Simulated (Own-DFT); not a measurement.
# How strain changes the stress of 4H SiC, 32 atoms (C16Si16)

All numbers below are calculated, not measured. The program, named Own-DFT, is a retired in-house plane-wave density functional code that no person has reviewed. Each row is one single-point run on a periodic cell that was not relaxed, without spin or spin-orbit coupling.

Settings of every run: PBE; PseudoDojo norm-conserving scalar-relativistic files; cutoff 42 hartree; 5 x 5 x 3 k mesh centred on Gamma; Fermi-Dirac smearing of 0.1 eV.

Known limits: forces on such cells passed a denser k mesh, each cell not checked; stress not checked against mesh or cutoff.

Unstrained cell vectors in Å: (6.165, 0.000, 0.000); (-3.083, 5.339, 0.000); (0.000, 0.000, 10.068). The unstrained cell has measured lattice constants (interpolated for alloys), not those of this functional. That, the random moves and any unrelaxed bonds set the pressure at no strain. Each run strains this cell uniformly, with the atoms carried along. Every atom was also moved at random, by a Gaussian of width 0.05 Å on each axis. Strain is the symmetric tensor, in per cent. Stress is positive in tension, and the pressure is minus a third of its trace.

```
run,e_xx (%),e_yy (%),e_zz (%),e_yz (%),e_xz (%),e_xy (%),s_xx (GPa),s_yy (GPa),s_zz (GPa),s_yz (GPa),s_xz (GPa),s_xy (GPa),P (GPa),E (meV/atom)
1,0.30,1.73,0.36,-1.34,1.46,1.89,-3.19,2.55,-1.69,-4.55,4.75,7.77,0.78,37.7
2,-1.35,-0.65,-0.99,-1.36,-1.74,-0.92,-13.40,-9.70,-15.21,-4.92,-6.68,-1.93,12.77,59.5
3,-1.20,0.85,0.79,-1.31,-0.35,-0.37,-10.47,-1.69,-1.11,-4.20,-0.97,-1.00,4.43,25.9
4,1.40,0.31,0.88,-0.70,1.38,-0.84,3.22,-1.58,0.32,-1.72,4.37,-4.73,-0.65,4.0
5,-0.27,1.62,-0.66,0.88,-0.15,-0.12,-2.77,2.24,-10.70,3.10,0.04,0.96,3.74,40.8
6,-0.95,-0.60,-0.17,-1.25,1.99,0.08,-10.38,-7.04,-12.05,-3.41,7.90,-0.29,9.83,50.3
7,0.50,-0.51,0.12,1.17,-0.86,1.58,-3.14,-5.90,-6.67,3.38,-1.01,6.59,5.24,38.1
8,0.41,0.11,1.04,1.86,-0.87,-1.05,-1.91,-4.21,-0.26,6.01,-1.75,-5.26,2.12,36.1
9,0.43,1.24,1.54,0.36,2.00,-1.27,-1.08,4.65,1.69,1.47,6.87,-5.67,-1.75,14.5
10,0.91,0.34,1.78,-0.05,1.79,-0.88,2.49,-3.24,4.49,-0.87,5.37,-3.98,-1.24,14.0
11,1.39,-1.63,-1.29,1.22,-0.74,-1.84,1.23,-15.52,-11.97,4.40,-1.43,-8.07,8.75,33.7
12,-1.08,1.02,1.56,1.64,-0.71,1.12,-9.92,2.33,2.53,5.47,-2.65,3.94,1.69,0.0
13,-1.92,-1.53,0.49,1.69,-1.93,-0.38,-21.51,-15.14,-4.06,7.13,-7.83,-1.95,13.57,72.1
14,-0.44,0.59,-1.99,-1.28,-1.50,-0.34,-6.70,-1.68,-20.67,-4.40,-3.94,-1.32,9.68,52.4
15,-0.04,-1.30,0.31,-1.30,0.80,-1.09,-5.28,-11.74,-4.54,-3.88,4.44,-5.03,7.19,14.2
16,1.44,-1.52,-0.85,-0.01,0.38,0.10,?,?,?,?,?,?,?,?
```

E is the free energy for each atom above the lowest run shown.

## Worked fit

Each stress component was fitted by least squares to a constant and the strains of the runs shown, as fractions, with shears doubled. Shear strains stay in the fit of a normal stress only where such slopes are resolved. The slopes, in GPa:

```
stress,at no strain,per e_xx,per e_yy,per e_zz,scatter
s_xx,-4.9,617 ± 39,140 ± 37,-11 ± 38,1.48
s_yy,-5.1,32 ± 41,544 ± 40,56 ± 40,1.57
s_zz,-6.8,96 ± 45,14 ± 43,630 ± 43,1.71
```

Each shear stress against twice its own strain: yz 176 ± 8, xz 177 ± 18, xy 202 ± 11 GPa. These are stiffnesses along x, y and z of the frame in which the cell vectors are given, which need not be the crystal's axes. The atoms are held to the strained lattice; where symmetry lets them move under strain, relaxing them would lower some slopes. The table should be nearly symmetric about its diagonal, and what it lacks of that shows the noise. A ninth of its sum, 235 ± 6 GPa, estimates the bulk modulus near the mean pressure of these runs, 5.1 GPa, so it lies above the value at zero pressure.

## Withheld run

Question: what normal stresses and pressure should run 16 give?

The fit gives s_xx = 2.0, s_yy = -13.3, s_zz = -11.0 and P = 7.4 GPa. The calculation gave 0.06, -12.76, -11.02 and P = 7.91 GPa.
